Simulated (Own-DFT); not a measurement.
Simulation results for GaN (wurtzite, strained, atoms displaced), SiC (2H silicon carbide, atoms displaced), SiC (4H silicon carbide, atoms displaced), GaP (zincblende, strained, atoms displaced)

All values are calculated (Own-DFT development build). A calculation, not a measurement: plane-wave PBE density functional theory by an unreviewed code, no spin, of a simulated periodic cell, stress positive in tension, free energy of the whole cell less one offset for each atom, forces on such cells passed a denser k mesh, this cell's mesh not checked; offsets are fitted by least squares, one for each functional and potential file, so energies compare only between cells with the same atoms and settings and are not formation energies; the far tail of each file's local potential was reset to the Coulomb form; each entry is a single point on an unrelaxed cell, so the pressure reflects the starting lattice, mostly measured values (interpolated for alloys), from which strain is counted, and rises with the displacements; printed positions are rounded, which can move forces by about a meV/angstrom; the program, named Own-DFT, is a retired in-house code; no spin-orbit coupling.

Settings shared by all entries: functional PBE.

(1) GaN (wurtzite, strained, atoms displaced)

```xyz
96
Lattice="12.7560 0.0000 0.0000 -4.7835 8.2853 0.0000 0.0000 0.0000 10.6552" Properties=species:S:1:pos:R:3 GaN
Ga    -0.0509     1.8765    10.5789
Ga     1.6153     0.9080     2.6596
N     -0.0408     1.9162     1.9931
N      1.5847     0.8824     4.6645
Ga     0.0380     1.8152     5.3383
Ga     1.5270     0.9534     8.0597
N     -0.0933     1.8755     7.3143
N      1.6114     0.9029     9.9627
Ga    -1.6350     4.6250    10.6145
Ga     0.0296     3.7234     2.6595
N     -1.5574     4.6884     1.9999
N     -0.0288     3.6874     4.7241
Ga    -1.5170     4.4827     5.3278
Ga     0.0604     3.6951     7.9612
N     -1.6347     4.5538     7.2931
N     -0.0225     3.7115     9.9796
Ga    -3.1416     7.3360    10.6300
Ga    -1.6507     6.4788     2.6329
N     -3.1127     7.4229     2.1893
N     -1.6317     6.4043     4.6678
Ga    -3.1778     7.3541     5.3467
Ga    -1.6347     6.4540     7.8775
N     -3.2344     7.3901     7.3750
N     -1.5590     6.4298    10.0014
Ga     3.1732     1.8197    10.6519
Ga     4.8829     0.9130     2.6886
N      3.2320     1.8603     2.0353
N      4.7511     0.9074     4.6665
Ga     3.2004     1.8761     5.3461
Ga     4.7879     0.8785     8.0008
N      3.2175     1.8364     7.3411
N      4.8208     0.9414     9.9454
Ga     1.6002     4.6352    10.6547
Ga     3.2009     3.7321     2.6403
N      1.6548     4.5661     2.0396
N      3.1612     3.7716     4.5672
Ga     1.5285     4.6299     5.2979
Ga     3.2215     3.7366     7.9300
N      1.5349     4.5570     7.3210
N      3.2124     3.7135    10.0476
Ga     0.0110     7.3995    10.6464
Ga     1.6448     6.3987     2.6246
N     -0.0280     7.3557     2.0001
N      1.5850     6.3826     4.6788
Ga     0.0210     7.3921     5.3424
Ga     1.5974     6.4721     7.9934
N      0.0412     7.3666     7.3180
N      1.5595     6.4088     9.9799
Ga     6.2393     1.8235     0.0160
Ga     7.9605     0.8834     2.6374
N      6.3577     1.8359     1.9508
N      7.9395     0.8988     4.4901
Ga     6.4203     1.7973     5.3202
Ga     7.9094     0.9327     8.0081
N      6.3357     1.7827     7.4075
N      8.0340     0.9810    10.1034
Ga     4.7936     4.6751    10.6445
Ga     6.3567     3.6487     2.6836
N      4.8592     4.6057     2.0621
N      6.3875     3.7442     4.6808
Ga     4.8030     4.6157     5.2951
Ga     6.4607     3.6410     7.9017
N      4.7150     4.5513     7.4157
N      6.3565     3.6531    10.0710
Ga     3.1682     7.2953     0.0440
Ga     4.7497     6.4121     2.6081
N      3.1886     7.3879     1.9504
N      4.8113     6.4123     4.7050
Ga     3.1772     7.4036     5.3273
Ga     4.6848     6.4250     8.0122
N      3.2223     7.3496     7.3657
N      4.8142     6.5144    10.0190
Ga     9.5489     1.8305     0.0411
Ga    11.1586     0.9041     2.5919
N      9.6213     1.7916     2.0182
N     11.2032     1.0306     4.6666
Ga     9.6093     1.8300     5.4034
Ga    11.1501     0.9921     8.0181
N      9.5826     1.7370     7.3229
N     11.1523     0.9488    10.0413
Ga     7.9479     4.6182    10.6508
Ga     9.5034     3.6736     2.6808
N      7.8907     4.5766     2.0259
N      9.5071     3.7293     4.7019
Ga     8.0009     4.5884     5.4103
Ga     9.5036     3.5982     7.9764
N      7.9997     4.6129     7.3062
N      9.4841     3.7243     9.9736
Ga     6.3113     7.4116    10.6262
Ga     8.0244     6.4842     2.6714
N      6.3215     7.4268     2.0923
N      7.9962     6.4538     4.6808
Ga     6.4113     7.2995     5.2995
Ga     7.9946     6.4183     8.0209
N      6.4361     7.4281     7.2760
N      7.9641     6.3880    10.0204
```

```
potential files                   : PseudoDojo norm-conserving, scalar-relativistic, standard set with the stringent files for Ga
wave cutoff                       : 96 hartree
occupations                       : Gaussian
smearing width                    : 0.01 eV
k mesh                            : 3 x 4 x 3 centred on Gamma
free energy of cell above offsets : -5.678 eV
pressure                          : 2 GPa
stress xx                         : -5.62 GPa
stress yy                         : -4.68 GPa
stress zz                         : 4.31 GPa
stress yz                         : -0.06 GPa
stress xz                         : 0.09 GPa
stress xy                         : -0.02 GPa
```

Force:
| element | x (eV/Å) | y (eV/Å) | z (eV/Å) |
| --- | --- | --- | --- |
| Ga | 1.008 | 0.218 | 1.447 |
| Ga | -0.287 | 2.204 | 0.573 |
| N | 0.94 | -0.895 | -0.553 |
| N | 0.608 | 0.838 | 0.237 |
| Ga | -0.139 | 0.117 | -0.085 |
| Ga | 0.507 | 0.04 | -1.454 |
| N | 1.557 | -0.052 | 0.397 |
| N | -0.564 | 0.116 | 0.924 |
| Ga | 0.169 | -0.513 | 0.59 |
| Ga | -0.784 | -0.239 | 0.337 |
| N | -0.872 | -1.266 | -0.347 |
| N | 1.85 | -1.181 | -1.625 |
| Ga | -2.693 | 2.129 | 0.379 |
| Ga | -2.109 | -0.274 | 0.852 |
| N | 0.167 | 0.22 | 0.605 |
| N | 0.326 | -0.023 | -0.292 |
| Ga | -0.559 | 0.113 | 0.471 |
| Ga | 2.218 | -0.986 | 1.616 |
| N | -2.305 | -0.506 | -3.054 |
| N | 1.014 | 0.06 | 0.405 |
| Ga | 0.002 | -0.117 | 0.027 |
| Ga | 0.455 | -0.661 | 0.851 |
| N | 0.477 | 0.156 | -0.465 |
| N | -0.212 | 0.717 | -0.869 |
| Ga | 0.353 | 0.786 | 0.586 |
| Ga | -1.655 | -0.326 | -0.011 |
| N | -0.025 | -0.358 | -0.601 |
| N | 0.898 | 0.56 | 0.132 |
| Ga | -0.613 | 0.13 | -0.447 |
| Ga | -1.029 | 0.318 | 0.043 |
| N | -0.694 | 0.08 | -0.022 |
| N | -1.734 | -1.121 | -0.053 |
| Ga | -0.257 | -1.236 | 0.297 |
| Ga | 1.002 | -1.2 | 0.096 |
| N | -0.975 | 0.958 | -1.186 |
| N | 0.22 | -0.94 | 1.613 |
| Ga | 0.875 | -0.933 | 0.611 |
| Ga | -2.239 | -1.889 | 1.576 |
| N | 1.877 | 1.497 | -0.576 |
| N | -0.394 | -0.141 | -0.71 |
| Ga | -0.312 | -0.43 | 0.492 |
| Ga | -1.1 | 0.603 | 0.694 |
| N | 1.073 | 0.155 | -0.232 |
| N | 0.272 | 1.889 | -0.597 |
| Ga | -0.803 | -1.019 | -0.648 |
| Ga | -0.11 | -1.006 | -0.015 |
| N | -0.587 | -0.203 | -0.033 |
| N | 0.588 | 0.947 | -0.116 |
| Ga | 2.749 | 0.986 | 0.223 |
| Ga | 0.422 | 0.987 | -1.474 |
| N | 0.649 | -0.002 | 0.734 |
| N | 0.46 | 0.108 | 3.033 |
| Ga | -0.76 | 0.685 | -0.188 |
| Ga | 1.294 | -0.685 | 1.415 |
| N | 0.884 | 0.688 | -1.738 |
| N | -2.306 | -1.614 | -1.513 |
| Ga | 0.396 | -1.082 | 0.449 |
| Ga | 0.485 | 0.012 | 0.291 |
| N | -1.281 | 0.189 | -1.257 |
| N | 0.198 | -1.483 | 0.37 |
| Ga | -0.883 | -0.351 | 0.585 |
| Ga | -1.644 | 0.545 | 1.769 |
| N | 2.962 | 1.48 | -1.682 |
| N | 0.014 | 0.578 | -1.383 |
| Ga | -0.07 | 1.523 | -0.998 |
| Ga | 0.695 | 0.607 | 1.341 |
| N | -0.157 | -1.059 | 0.619 |
| N | -0.858 | 1.045 | -0.736 |
| Ga | 0.42 | -0.983 | -0.273 |
| Ga | 2.633 | 0.057 | -0.068 |
| N | -1.49 | 0.875 | -0.809 |
| N | -1.27 | -0.951 | -0.688 |
| Ga | 0.532 | 1.257 | 0.477 |
| Ga | 0.829 | 1.43 | 1.866 |
| N | -1.589 | 1.173 | -0.332 |
| N | -0.753 | -1.565 | -0.427 |
| Ga | -0.129 | 0.186 | -1.768 |
| Ga | 0.369 | -1.757 | 0.221 |
| N | -1.712 | 1.124 | 0.241 |
| N | -0.212 | -0.082 | -1.068 |
| Ga | -0.681 | -0.984 | 0.961 |
| Ga | 0.823 | 0.084 | 0.089 |
| N | 1.251 | 0.841 | -0.395 |
| N | 1.042 | -1.365 | -0.36 |
| Ga | -0.405 | 1.01 | -1.51 |
| Ga | 1.199 | 0.62 | 0.43 |
| N | -0.401 | -0.441 | 0.685 |
| N | 1.11 | -0.88 | -0.145 |
| Ga | 1.786 | -0.069 | 1.142 |
| Ga | -1.09 | -0.608 | 0.477 |
| N | 0.937 | -1.876 | -1.578 |
| N | 0.052 | -0.582 | -0.218 |
| Ga | -0.116 | 1.608 | 0.284 |
| Ga | -0.9 | 0.776 | -0.016 |
| N | -0.779 | -1.043 | 1.168 |
| N | -0.11 | 1.657 | -0.101 |

(2) SiC (2H silicon carbide, atoms displaced)

```xyz
32
Lattice="6.1654 0.0000 0.0000 -3.0827 5.3394 0.0000 0.0000 0.0000 10.0681" Properties=species:S:1:pos:R:3 SiC
Si     2.9342     5.3303    10.0472
Si     0.0840     1.8394     2.6553
C      0.0959     0.1041     2.0167
C      0.0093     1.7245     4.3076
Si    -3.0434     5.3328     5.0238
Si     0.0866     1.8096     7.5764
C      2.8496     5.2347     6.7621
C     -0.1038     1.7277     9.5456
Si     4.4774     2.6723     0.1265
Si    -1.5228     4.4436     2.6708
C      4.5463     2.6321     1.9462
C     -1.4932     4.3873     4.4353
Si    -1.4328     2.8196     5.0403
Si    -1.4895     4.4661     7.6097
C     -1.4441     2.6864     6.9573
C     -1.6103     4.5328     9.3573
Si     3.1305     0.0302    10.0125
Si     2.9920     1.6676     2.3399
C      3.0207     0.0288     1.9463
C      3.0787     1.8294     4.4005
Si    -0.0118     5.3262     5.0634
Si     3.0796     1.8376     7.7886
C      0.1638     5.3362     7.0639
C      2.9577     1.8148     9.4666
Si     1.3964     2.6216     0.1454
Si     1.4463     4.4813     2.4997
C      1.5372     2.6304     2.0300
C      1.5256     4.4957     4.4412
Si     1.3968     2.4797     4.9755
Si     1.4301     4.4333     7.4665
C      1.5055     2.7700     6.9283
C      1.5517     4.4691     9.5104
```

```
potential files                   : PseudoDojo norm-conserving, scalar-relativistic, standard set
wave cutoff                       : 42 hartree
occupations                       : Fermi-Dirac
smearing width                    : 0.1 eV
hardware                          : one NVIDIA H100
k mesh                            : 5 x 5 x 3 centred on Gamma
free energy of cell above offsets : 3.536 eV
pressure                          : 10 GPa
stress xx                         : -7.66 GPa
stress yy                         : -9.27 GPa
stress zz                         : -13.06 GPa
stress yz                         : 1.2 GPa
stress xz                         : 0.06 GPa
stress xy                         : 1.28 GPa
wall time                         : 123.5 s
```

Force:
| element | x (eV/Å) | y (eV/Å) | z (eV/Å) |
| --- | --- | --- | --- |
| Si | 4.691 | 0.818 | 2.552 |
| Si | -3.101 | -1.54 | -5.605 |
| C | -1.941 | -2.03 | -1.54 |
| C | -2.37 | -0.281 | 5.238 |
| Si | -2.02 | -1.29 | -1.309 |
| Si | -2.322 | -1.494 | 0.159 |
| C | 5.277 | 2.583 | 3.325 |
| C | -0.371 | 1.739 | -1.225 |
| Si | 1.868 | 1.401 | -2.087 |
| Si | -1.621 | -0.385 | -3.715 |
| C | 1.182 | 0.866 | 0.634 |
| C | -0.09 | 4.21 | 0.645 |
| Si | -2.541 | -6.446 | 1.926 |
| Si | -0.989 | -0.277 | -2.894 |
| C | -1.011 | 0.417 | 0.405 |
| C | 0.201 | -0.964 | 3.829 |
| Si | -2.844 | -0.96 | 0.983 |
| Si | 2.258 | 3.898 | 5.324 |
| C | 0.283 | -3.968 | -2.839 |
| C | -0.113 | -1.164 | 0.123 |
| Si | 1.986 | 2.121 | 0.564 |
| Si | 0.928 | 0.225 | -7.505 |
| C | -8.583 | 4.652 | -2.389 |
| C | 0.299 | 0.13 | 4.788 |
| Si | 0.185 | 0.748 | -1.081 |
| Si | 3.046 | 0.557 | 2.058 |
| C | -0.618 | 2.582 | -2.684 |
| C | -0.582 | -1.829 | -1.175 |
| Si | 5.352 | 4.648 | 1.729 |
| Si | 5.241 | -2.01 | 3.347 |
| C | 0.937 | -4.334 | -0.182 |
| C | -2.615 | -2.623 | -1.402 |

(3) SiC (4H silicon carbide, atoms displaced)

```xyz
32
Lattice="6.1654 0.0000 0.0000 -3.0827 5.3394 0.0000 0.0000 0.0000 10.0681" Properties=species:S:1:pos:R:3 SiC
Si     5.9147     0.0600     4.2129
Si     0.0047     1.7196     1.4688
C     -2.9432     5.3286     1.0504
C     -0.1430     1.8018     3.3682
Si     4.6212     2.6535     4.1205
Si    -1.5884     4.3999     1.4456
C     -1.5348     2.8590     0.9661
C     -1.4419     4.4965     3.4225
Si     3.0046     0.0428     4.1123
Si     3.0768     1.7677     1.8003
C      3.0104     0.0010     1.1481
C      3.1535     1.7881     3.5022
Si     1.3524     2.5985     4.1667
Si     1.4266     4.3529     1.4156
C      1.5718     2.7328     0.9927
C      1.5489     4.5013     3.6532
Si     2.9950     5.2542     9.3103
Si     3.0227     3.6778     6.7719
C      0.1053     0.1230     6.1698
C      3.2623     3.4732     8.6986
Si    -1.4623     2.8080     9.0595
Si     4.6529     0.8525     6.7830
C      4.6109     2.5338     5.9609
C      4.6956     0.9522     8.5639
Si    -0.1164     5.1010     9.1216
Si    -0.1069     3.7000     6.6759
C      3.1054     0.0453     5.8835
C     -0.1525     3.6030     8.4501
Si     1.5414     2.6589     9.0657
Si     1.5204     0.9326     6.6268
C      1.5743     2.7249     5.9594
C      1.5853     0.9166     8.4493
```

```
potential files                   : PseudoDojo norm-conserving, scalar-relativistic, standard set
wave cutoff                       : 42 hartree
occupations                       : Fermi-Dirac
smearing width                    : 0.1 eV
hardware                          : one NVIDIA H100
k mesh                            : 5 x 5 x 3 centred on Gamma
free energy of cell above offsets : 6.861 eV
pressure                          : 12.24 GPa
stress xx                         : -12.01 GPa
stress yy                         : -14.09 GPa
stress zz                         : -10.61 GPa
stress yz                         : -3.73 GPa
stress xz                         : -2 GPa
stress xy                         : -1.11 GPa
wall time                         : 120.9 s
```

Force:
| element | x (eV/Å) | y (eV/Å) | z (eV/Å) |
| --- | --- | --- | --- |
| Si | 6.388 | 1.002 | 0.016 |
| Si | -0.649 | 3.073 | 2.08 |
| C | -5.539 | 0.754 | -2.408 |
| C | 1.723 | -1.289 | 1.283 |
| Si | -0.589 | 2.857 | -0.28 |
| Si | 2.844 | 3.831 | 7.006 |
| C | 0.678 | -9.066 | -2.849 |
| C | -3.676 | -1.328 | 0.745 |
| Si | 1.795 | -0.591 | -1.423 |
| Si | 0.375 | 1.215 | -5.039 |
| C | 1.126 | 0.262 | -3.853 |
| C | -2.732 | 0.398 | 2.622 |
| Si | 2.466 | 2.234 | -1.892 |
| Si | 1.634 | 4.574 | 5.073 |
| C | -0.547 | -4.798 | -2.098 |
| C | -4.157 | -3.709 | -3.19 |
| Si | 1.871 | 1.814 | -2.459 |
| Si | 1.839 | -1.95 | -2.406 |
| C | -4.332 | -2.869 | -2.449 |
| C | -8.405 | 3.955 | -3.609 |
| Si | -0.608 | -7.519 | 5.24 |
| Si | -0.457 | 0.931 | -2.779 |
| C | 0.035 | 2.82 | 2.384 |
| C | -1.177 | -1.926 | 2.026 |
| Si | 1.307 | 9.932 | 3.179 |
| Si | 0.527 | -2.38 | -4.865 |
| C | -0.668 | 0.17 | 4.409 |
| C | 6.199 | -2.51 | -1.553 |
| Si | 1.185 | -0.921 | 1.592 |
| Si | 3.709 | 1.938 | 0.061 |
| C | -1.409 | 0.277 | 3.219 |
| C | -0.758 | -1.182 | 2.216 |

(4) GaP (zincblende, strained, atoms displaced)

```xyz
64
Lattice="10.8620 0.0000 0.0000 0.0000 10.8620 0.0000 0.0000 0.0000 10.9439" Properties=species:S:1:pos:R:3 GaP
Ga    10.7947    10.7888    10.9315
Ga     0.0303     2.7464     2.6826
Ga     2.7271     0.0409     2.7904
Ga     2.7451     2.6065    10.9387
P      1.3966     1.3690     1.3077
P      1.3641     4.1030     4.0114
P      4.1007     1.2906     4.1521
P      4.1183     4.0154     1.2413
Ga     0.0033    10.8505     5.3454
Ga     0.0003     2.8189     8.0889
Ga     2.6632     0.0753     8.3345
Ga     2.7716     2.7753     5.3515
P      1.3061     1.4130     6.9183
P      1.6349     3.9715     9.5947
P      3.9831     1.2747     9.6421
P      4.0162     4.1855     6.7096
Ga     0.1119     5.4493    10.9172
Ga    10.8255     8.0969     2.8450
Ga     2.7345     5.5207     2.7218
Ga     2.6982     8.1432     0.0484
P      1.4236     6.8708     1.4580
P      1.4735     9.5086     4.0369
P      4.1268     6.7884     4.0529
P      3.9872     9.4566     1.2811
Ga     0.0452     5.5057     5.4586
Ga     0.2065     8.2529     8.2061
Ga     2.7639     5.3482     8.1649
Ga     2.7092     8.1600     5.5551
P      1.4801     6.8092     6.9735
P      1.3678     9.5708     9.5706
P      4.0100     6.7190     9.5260
P      4.1605     9.5377     6.8108
Ga     5.3989     0.0054    10.9373
Ga     5.4173     2.6989     2.8252
Ga     7.9213    10.7930     2.6887
Ga     8.2243     2.6588     0.0254
P      6.8302     1.3853     1.4485
P      6.8777     4.2244     4.0299
P      9.5211     1.2207     4.0986
P      9.4308     4.0676     1.3818
Ga     5.4618    10.7876     5.5199
Ga     5.4109     2.8636     8.3002
Ga     8.0671     0.1177     8.2347
Ga     8.1244     2.7200     5.6109
P      6.8346     1.3220     6.7292
P      6.8016     3.9972     9.6973
P      9.5881     1.3283     9.5630
P      9.6537     3.9529     6.9562
Ga     5.5014     5.4461    10.9079
Ga     5.4219     7.9839     2.7117
Ga     8.2857     5.4291     2.7100
Ga     8.1482     8.1111    10.8997
P      6.8335     6.9455     1.3424
P      6.8216     9.4493     4.1314
P      9.5641     6.7209     4.1851
P      9.5595     9.5339     1.4259
Ga     5.4434     5.3107     5.5312
Ga     5.4220     8.2496     8.3035
Ga     8.0367     5.4129     8.1949
Ga     8.0634     8.1432     5.4050
P      6.8175     6.8727     6.8334
P      6.8023     9.4803     9.6024
P      9.4586     6.7075     9.6231
P      9.4662     9.4765     6.8893
```

```
potential files                   : PseudoDojo norm-conserving, scalar-relativistic, standard set
wave cutoff                       : 42 hartree
occupations                       : Fermi-Dirac
smearing width                    : 0.1 eV
hardware                          : one NVIDIA H100
k mesh                            : 3 x 3 x 3 centred on Gamma
free energy of cell above offsets : -29.775 eV
pressure                          : 4.27 GPa
stress xx                         : -4.51 GPa
stress yy                         : -4.43 GPa
stress zz                         : -3.89 GPa
stress yz                         : 1.21 GPa
stress xz                         : -0.2 GPa
stress xy                         : 0.06 GPa
wall time                         : 576.8 s
```

Force:
| element | x (eV/Å) | y (eV/Å) | z (eV/Å) |
| --- | --- | --- | --- |
| Ga | 0.727 | 0.575 | 0.353 |
| Ga | -0.671 | -0.863 | 0.226 |
| Ga | 0.267 | -0.053 | -1.411 |
| Ga | 0.53 | 0.294 | 0.865 |
| P | -0.828 | -0.593 | 0.737 |
| P | 0.131 | 0.337 | 0.499 |
| P | 0.39 | 0.305 | 0.015 |
| P | -0.044 | 0.5 | 1.417 |
| Ga | 0.57 | -0.744 | 1.638 |
| Ga | 2.969 | -2.587 | 4.031 |
| Ga | 0.12 | -0.366 | -2.004 |
| Ga | -0.992 | -0.675 | 0.72 |
| P | 1.049 | -0.671 | -1.63 |
| P | -2.694 | 0.907 | -0.705 |
| P | 1.994 | 0.989 | -0.743 |
| P | 0.258 | -1.99 | 1.216 |
| Ga | 0.04 | -0.426 | 0.323 |
| Ga | 0.532 | 0.697 | -0.521 |
| Ga | 0.709 | -1.142 | -0.356 |
| Ga | -0.348 | -0.394 | -1.327 |
| P | -1.257 | -0.465 | -0.718 |
| P | -1.015 | -0.645 | 1.167 |
| P | -0.634 | -0.68 | 1.715 |
| P | 1.45 | 0.879 | 1.569 |
| Ga | 0.954 | -1.188 | 1.344 |
| Ga | -2.278 | -0.732 | -0.125 |
| Ga | -0.047 | 0.402 | 0.532 |
| Ga | 0.807 | 0.078 | -0.846 |
| P | -0.919 | -0.389 | -1.181 |
| P | 0.345 | -0.611 | 1.209 |
| P | 0.877 | 0.83 | 0.568 |
| P | -1.459 | -0.218 | 1.372 |
| Ga | 0.5 | -0.319 | 0.622 |
| Ga | 0.241 | 0.688 | -0.538 |
| Ga | 2.317 | -0.166 | 0.581 |
| Ga | 0.027 | -0.51 | -0.06 |
| P | -1.306 | 0.278 | -1.215 |
| P | -0.558 | -1.631 | 1.215 |
| P | -1.191 | 1.763 | -0.99 |
| P | 1.78 | -0.141 | -0.846 |
| Ga | 0.402 | 0.428 | -0.863 |
| Ga | -0.724 | -1.401 | -1.032 |
| Ga | 0.782 | -1.016 | 0.022 |
| Ga | 1.407 | 0.554 | -1.94 |
| P | -1.556 | 0.579 | 1.673 |
| P | 0.533 | 0.571 | -0.786 |
| P | -0.517 | 0.782 | -0.209 |
| P | -3.783 | 4.096 | -3.196 |
| Ga | -0.459 | 0.537 | 0.541 |
| Ga | -0.209 | 2.077 | -0.107 |
| Ga | -0.845 | 1.29 | -0.161 |
| Ga | 1.144 | 0.929 | 0.22 |
| P | 0.236 | -2.227 | 0.139 |
| P | -1.698 | 0.011 | -0.903 |
| P | -1.139 | 0.935 | -0.499 |
| P | -1.165 | -0.877 | 0.059 |
| Ga | 1.31 | 2.202 | -1.305 |
| Ga | -0.362 | -1.07 | -0.648 |
| Ga | 0.987 | -0.288 | 0.162 |
| Ga | 1.775 | -0.298 | 1.032 |
| P | -1.128 | -0.917 | 0.38 |
| P | 0.208 | 1.147 | 0.166 |
| P | 1.029 | 0.402 | -0.929 |
| P | 0.432 | 0.23 | -0.536 |
